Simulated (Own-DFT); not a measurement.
# Response to strain: 4H SiC, 72 atoms (C36Si36)

Calculated results; nothing here was measured. The program, named Own-DFT, is a retired in-house plane-wave density functional code that no person has reviewed. Each row is one single-point run on a periodic cell that was not relaxed, without spin or spin-orbit coupling.

Settings of every run: PBE; PseudoDojo norm-conserving scalar-relativistic files; cutoff 42 hartree; 4 x 4 x 3 k mesh centred on Gamma; Fermi-Dirac smearing of 0.1 eV.

Known limits: forces on such cells passed a denser k mesh, each cell not checked; stress not checked against mesh or cutoff.

Unstrained cell vectors in Å: (9.248, 0.000, 0.000); (-4.624, 8.009, 0.000); (0.000, 0.000, 10.068). The unstrained cell has measured lattice constants (interpolated for alloys), not those of this functional. That, the random moves and any unrelaxed bonds set the pressure at no strain. Each run strains this cell uniformly, with the atoms carried along. Every atom was also moved at random, by a Gaussian of width 0.05 Å on each axis. Strain is the symmetric tensor, in per cent. Stress is positive in tension, and the pressure is minus a third of its trace.

```
run  e_xx (%)  e_yy (%)  e_zz (%)  e_yz (%)  e_xz (%)  e_xy (%)  s_xx (GPa)  s_yy (GPa)  s_zz (GPa)  s_yz (GPa)  s_xz (GPa)  s_xy (GPa)  P (GPa)  E (meV/atom)
  1     -1.92      1.82      0.64     -1.00      1.87     -1.63      -14.79        3.09       -1.61       -2.99        7.34       -6.98     4.43          27.2
  2      1.98     -0.60     -1.68      1.80      0.90      0.07        4.21       -5.97      -15.78        5.53        3.91        0.11     5.84          15.0
  3      1.76      0.21      1.49      0.78     -0.02      0.68        5.63       -3.05        4.00        2.17       -0.12        3.16    -2.20           2.1
  4     -0.43     -0.61     -0.60     -0.79     -1.23      0.72       -6.04       -9.04      -11.87       -3.85       -4.56        4.01     8.99          13.0
  5      0.22      1.59      0.49     -0.30     -0.93     -0.28       -0.17        1.27       -1.08       -0.41       -2.60       -0.85    -0.01           0.0
  6     -1.00      0.69      0.22      1.56      0.84      1.94       -7.93       -2.75       -5.54        6.04        2.19        8.28     5.40          25.6
  7     -1.94     -1.56     -0.59     -1.52     -1.69     -0.88      -19.00      -15.31      -12.93       -6.40       -5.83       -5.30    15.75          56.5
  8      1.32     -0.10      1.95      0.41      0.79     -1.62        3.09       -5.27        5.43        2.30        2.59       -7.57    -1.09          21.0
  9      0.99     -0.15     -0.38      1.31     -0.25     -1.72       -1.23       -3.91       -7.24        4.81       -0.23       -8.16     4.13          14.4
 10      1.36     -1.62     -0.08      1.07     -1.76      0.50        1.50      -13.59       -6.22        3.74       -6.50        1.92     6.10          13.4
 11      0.25      1.50     -1.92     -1.00     -0.35      1.28       -6.35        3.07      -15.57       -3.81       -1.23        6.70     6.28          31.6
 12      0.53      0.24     -1.34      0.57      0.90     -1.37       -2.17       -2.80      -15.60        2.34        3.44       -6.42     6.86          23.1
 13      1.55      0.24      0.32      1.35     -1.47      0.91        3.72       -1.29       -3.98        3.92       -4.33        3.10     0.52          14.3
 14     -0.35      1.65      1.78     -0.66      0.11      1.22       -2.99        2.77        4.45       -1.40       -0.47        3.99    -1.41          14.2
 15     -0.68     -1.24     -1.42     -0.39      0.04      0.68       -9.31      -14.01      -17.55       -0.38       -0.28        4.92    13.62          34.2
 16     -0.58      0.08      1.57      0.77      1.38     -1.46       -8.05       -6.68        2.46        3.25        4.64       -7.78     4.09          42.3
 17      0.41      0.13      1.66      0.62     -1.16     -1.51           ?           ?           ?           ?           ?           ?        ?             ?
```

E is the free energy for each atom above the lowest run shown.

## Worked fit

Each stress component was fitted by least squares to a constant and the strains of the runs shown, as fractions, with shears doubled. Shear strains stay in the fit of a normal stress only where such slopes are resolved. The slopes, in GPa:

| stress | at no strain | per e_xx | per e_yy | per e_zz | scatter |
|---|---|---|---|---|---|
| s_xx | -4.9 | 546 ± 34 | 74 ± 39 | 82 ± 35 | 1.60 |
| s_yy | -5.5 | 108 ± 21 | 547 ± 25 | -29 ± 21 | 0.99 |
| s_zz | -6.6 | 78 ± 20 | 103 ± 23 | 596 ± 20 | 0.94 |

Each shear stress against twice its own strain: yz 176 ± 15, xz 164 ± 7, xy 235 ± 11 GPa. These are stiffnesses along x, y and z of the frame in which the cell vectors are given, which need not be the crystal's axes. The atoms are held to the strained lattice; where symmetry lets them move under strain, relaxing them would lower some slopes. The table should be nearly symmetric about its diagonal, and what it lacks of that shows the noise. A ninth of its sum, 234 ± 5 GPa, estimates the bulk modulus near the mean pressure of these runs, 4.8 GPa, so it lies above the value at zero pressure.

## Withheld run

Question: what normal stresses and pressure should run 17 give?

The fit gives s_xx = -1.2, s_yy = -4.9, s_zz = 3.7 and P = 0.8 GPa. The calculation gave -3.81, -2.11, 2.18 and P = 1.25 GPa.
